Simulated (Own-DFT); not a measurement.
# Response to strain: zincblende GaAs, 64 atoms (As32Ga32)

The numbers are computed, not measured, by runs of the plane-wave DFT program Own-DFT (in-house, retired, unreviewed) at fixed positions, with no spin and no spin-orbit coupling.

Settings: PBE; PseudoDojo norm-conserving scalar-relativistic files; cutoff 42 hartree; 3 x 3 x 3 k mesh centred on Gamma; Fermi-Dirac smearing of 0.1 eV.

Keep in mind: forces not confirmed at this smearing and k mesh; stress not checked against mesh or cutoff.

Unstrained cell vectors in Å: (11.307, 0.000, 0.000); (0.000, 11.307, 0.000); (0.000, 0.000, 11.307). The unstrained cell has measured lattice constants (interpolated for alloys), not those of this functional. That, the random moves and any unrelaxed bonds set the pressure at no strain. The cell is deformed uniformly in each run, and the atoms keep their fractional places. Each atom got a random Gaussian move of width 0.05 Å along each axis. Stress is counted positive in tension, P = -(s_xx + s_yy + s_zz)/3, and strain components are those of the symmetric tensor.

| run | e_xx (%) | e_yy (%) | e_zz (%) | e_yz (%) | e_xz (%) | e_xy (%) | s_xx (GPa) | s_yy (GPa) | s_zz (GPa) | s_yz (GPa) | s_xz (GPa) | s_xy (GPa) | P (GPa) | E (meV/atom) |
|---|---|---|---|---|---|---|---|---|---|---|---|---|---|---|
| 1 | -1.52 | 1.28 | 0.97 | 1.87 | 0.18 | -0.97 | -4.61 | -3.23 | -3.37 | 3.41 | 0.07 | -2.16 | 3.74 | 17.7 |
| 2 | 0.62 | 0.10 | -0.71 | -1.46 | -0.31 | 0.03 | -3.61 | -3.88 | -4.42 | -2.10 | -0.47 | -0.23 | 3.97 | 7.0 |
| 3 | 1.31 | -1.17 | 1.22 | 1.68 | -1.20 | -0.03 | -2.50 | -3.73 | -2.58 | 2.15 | -1.43 | 0.20 | 2.94 | 4.4 |
| 4 | 0.45 | 0.28 | -1.37 | 0.99 | -0.35 | -0.82 | -4.04 | -4.11 | -4.98 | 1.31 | -1.05 | -0.56 | 4.37 | 10.5 |
| 5 | -0.62 | -0.46 | 0.53 | 0.72 | 1.81 | -0.75 | -4.67 | -4.51 | -4.01 | 1.20 | 2.68 | -1.12 | 4.40 | 11.1 |
| 6 | -1.68 | 1.13 | -1.88 | -1.38 | -0.96 | -0.02 | -6.60 | -4.75 | -6.63 | -1.80 | -1.76 | -0.26 | 5.99 | 29.2 |
| 7 | 0.19 | 0.62 | 1.06 | 1.92 | -0.11 | 1.05 | -3.01 | -2.74 | -2.56 | 2.85 | -0.89 | 2.02 | 2.77 | 7.6 |
| 8 | 1.72 | -0.34 | -0.85 | 1.97 | -0.84 | -1.60 | -2.87 | -4.04 | -4.36 | 2.83 | -0.97 | -2.42 | 3.75 | 17.1 |
| 9 | -0.56 | -1.57 | 1.60 | 0.19 | 1.29 | 1.47 | -5.07 | -5.48 | -3.69 | 0.47 | 1.80 | 3.09 | 4.75 | 30.1 |
| 10 | 0.13 | 0.46 | -1.01 | 0.92 | 0.51 | -1.80 | -4.60 | -4.26 | -5.06 | 1.43 | 0.28 | -2.45 | 4.64 | 32.5 |
| 11 | -0.98 | -1.44 | -0.85 | 1.03 | -0.97 | -0.67 | -6.98 | -7.18 | -6.83 | 0.98 | -2.24 | -1.95 | 7.00 | 45.7 |
| 12 | 0.59 | -0.99 | -1.91 | -1.84 | -1.87 | -2.00 | -5.63 | -6.56 | -7.12 | -3.47 | -4.00 | -3.77 | 6.44 | 55.2 |
| 13 | -0.63 | 2.00 | 0.75 | -0.68 | -1.03 | 0.31 | -3.17 | -1.72 | -2.52 | -0.96 | -1.40 | 0.21 | 2.47 | 1.3 |
| 14 | 1.23 | -0.93 | 1.36 | -0.16 | -0.89 | -1.72 | -2.43 | -3.59 | -2.32 | 0.06 | -1.42 | -2.36 | 2.78 | 0.0 |
| 15 | 0.71 | 0.57 | 0.33 | -1.93 | 1.08 | 0.23 | ? | ? | ? | ? | ? | ? | ? | ? |

The last column gives the free energy per atom over the lowest of the runs shown.

## Fit

Regress every stress component on the fractional strains (shears doubled) of the visible runs, with a constant. Shear strains stay in the fit of a normal stress only where such slopes are resolved. The slopes, in GPa:

```
stress  at no strain  per e_xx  per e_yy  per e_zz  scatter
  s_xx          -4.2   124 ± 6    70 ± 5    64 ± 4     0.20
  s_yy          -4.1    66 ± 7   123 ± 7    63 ± 5     0.24
  s_zz          -4.2    65 ± 6    65 ± 6   118 ± 5     0.22
```

The slope of each shear stress on twice its own strain, from a fit on all six strains: yz 72 ± 3, xz 78 ± 8, xy 88 ± 7 GPa. These are stiffnesses along x, y and z of the frame in which the cell vectors are given, which need not be the crystal's axes. These are clamped-ion slopes: internal relaxation, where symmetry allows it, would soften some. Symmetry asks for nearly equal slopes across the diagonal; the mismatch is a measure of noise. A ninth of the table's sum, 84 ± 3 GPa, estimates the bulk modulus near the mean pressure of these runs, 4.3 GPa, so it lies above the value at zero pressure.

## Prediction

Question: what normal stresses and pressure should run 15 give?

The fitted form gives s_xx = -2.7, s_yy = -2.8, s_zz = -3.0 and P = 2.8 GPa. The run itself gave -2.82, -2.76, -3.05 and P = 2.88 GPa.
